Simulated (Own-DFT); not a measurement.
# Misfit strain and the stress it brings: wurtzite GaN, 72 atoms (Ga36N36)

The numbers are computed, not measured, by runs of the plane-wave DFT program Own-DFT (in-house, retired, unreviewed) at fixed positions, with no spin and no spin-orbit coupling.

All runs used: PBE; PseudoDojo norm-conserving scalar-relativistic files; cutoff 42 hartree; 4 x 4 x 3 k mesh centred on Gamma; Fermi-Dirac smearing of 0.1 eV.

Keep in mind: forces not confirmed at this smearing and k mesh; stress not checked against mesh or cutoff.

Unstrained cell vectors in Å: (9.567, 0.000, 0.000); (-4.783, 8.285, 0.000); (0.000, 0.000, 10.370). The unstrained cell has measured lattice constants (interpolated for alloys), not those of this functional. That, the random moves and any unrelaxed bonds set the pressure at no strain. Each run strains x and y alike by e, as a substrate would, and holds the height along z. Random moves of width 0.05 Å per axis were added to every atom. Stress is positive in tension.

| e (%) | u (Å) | (s_xx + s_yy)/2 (GPa) | s_zz (GPa) |
|---|---|---|---|
| -2.50 | 0.051 | -24.23 | -9.83 |
| -0.75 | 0.049 | -10.93 | -9.05 |
| 0.25 | 0.052 | -6.56 | -7.40 |
| 0.50 | 0.049 | -4.11 | -8.02 |
| 1.00 | 0.049 | -1.40 | -7.88 |
| 1.50 | 0.053 | ? | ? |
| 1.75 | 0.051 | 1.10 | -4.84 |
| 2.50 | 0.050 | 4.70 | -4.67 |
| 2.75 | 0.051 | 5.63 | -6.01 |
| 3.00 | 0.051 | 6.15 | -3.45 |

## Fit

With e as a fraction, the in-plane stress is -7.1 + 572 e - 4286 e² GPa (errors 12 and 614, scatter 0.55), and s_zz is -7.8 + 109 e GPa (slope ± 19, scatter 0.97). At e = 0 the first slope is C11 + C12 and the second 2 C13, both with the ions held to the strained lattice and at the cell's own pressure. The term in e² is negative: the layer stiffens under compression and softens under tension. A free layer would change its height as e changes, and the in-plane slope would drop by 2 C13²/C33 to the biaxial modulus. At fixed height, a misfit of 1 % moves the in-plane stress by about 5.7 GPa and s_zz by 1.1 GPa.

## Test on the hidden row

Q: what are the two stresses at e = 1.50 %?

The fit gives 0.5 and -6.2 GPa. The calculation gave -0.51 and -5.86 GPa.
